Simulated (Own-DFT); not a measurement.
# Which arrangement is lower? Ga32P32, 64 atoms

Calculated results; nothing here was measured. The program, named Own-DFT, is a retired in-house plane-wave density functional code that no person has reviewed. Each row is one single-point run on a periodic cell that was not relaxed, without spin or spin-orbit coupling.

Settings of every run: PBE; PseudoDojo norm-conserving scalar-relativistic files; cutoff 42 hartree; 3 x 3 x 3 k mesh centred on Gamma; Fermi-Dirac smearing of 0.1 eV.

Known limits, some of them of some rows only: not probed for a lower state with spin; forces on such cells failed a check on a denser k mesh; forces on such cells passed a denser k mesh, each cell not checked; stress not checked against mesh or cutoff.

All cells hold the same atoms in the same cell, with vectors in Å (10.901, 0.000, 0.000); (0.000, 10.901, 0.000); (0.000, 0.000, 10.901). Every atom was moved at random from its ideal site; u is the rms move along one axis. The defect's site can differ from row to row. E is the free energy of the cell above the lowest run. The arrangements:

- A: zincblende GaP
- B: zincblende GaP, with one Ga on a P site and one P on a Ga site, 2.4 Å apart

| arrangement | u (Å) | E (eV) | P (GPa) |
|---|---|---|---|
| A | 0.0191 | 0.036 | 2.71 |
| A | 0.0194 | 0.000 | 2.71 |
| A | 0.0208 | 0.029 | 2.71 |
| A | 0.0477 | 1.868 | 3.10 |
| A | 0.0502 | 2.712 | 3.32 |
| A | 0.0552 | 2.806 | 3.30 |
| B | 0.0280 | 3.612 | 2.99 |
| B | 0.0285 | 3.513 | 2.94 |
| B | 0.0313 | 3.837 | 3.01 |
| B | 0.0469 | 4.943 | 3.28 |
| B | 0.0500 | 5.436 | 3.41 |
| B | 0.0509 | 5.314 | 3.34 |

Question: once the cost of the random moves is taken out, how do the arrangements rank?

## Worked answer

Fit E = a + b u², with one b for all and one a for each arrangement, and with residuals divided by u², since the noise grows with the moves. Then b = 1062 eV/Å², the scatter at u = 0.04 Å is 0.15 eV, and against A:

- B: 3.12 ± 0.06 eV (higher)

These are energies of unrelaxed cells. Relaxing the atoms lowers the strained arrangements most, so the gaps would shrink and small ones could change sign.
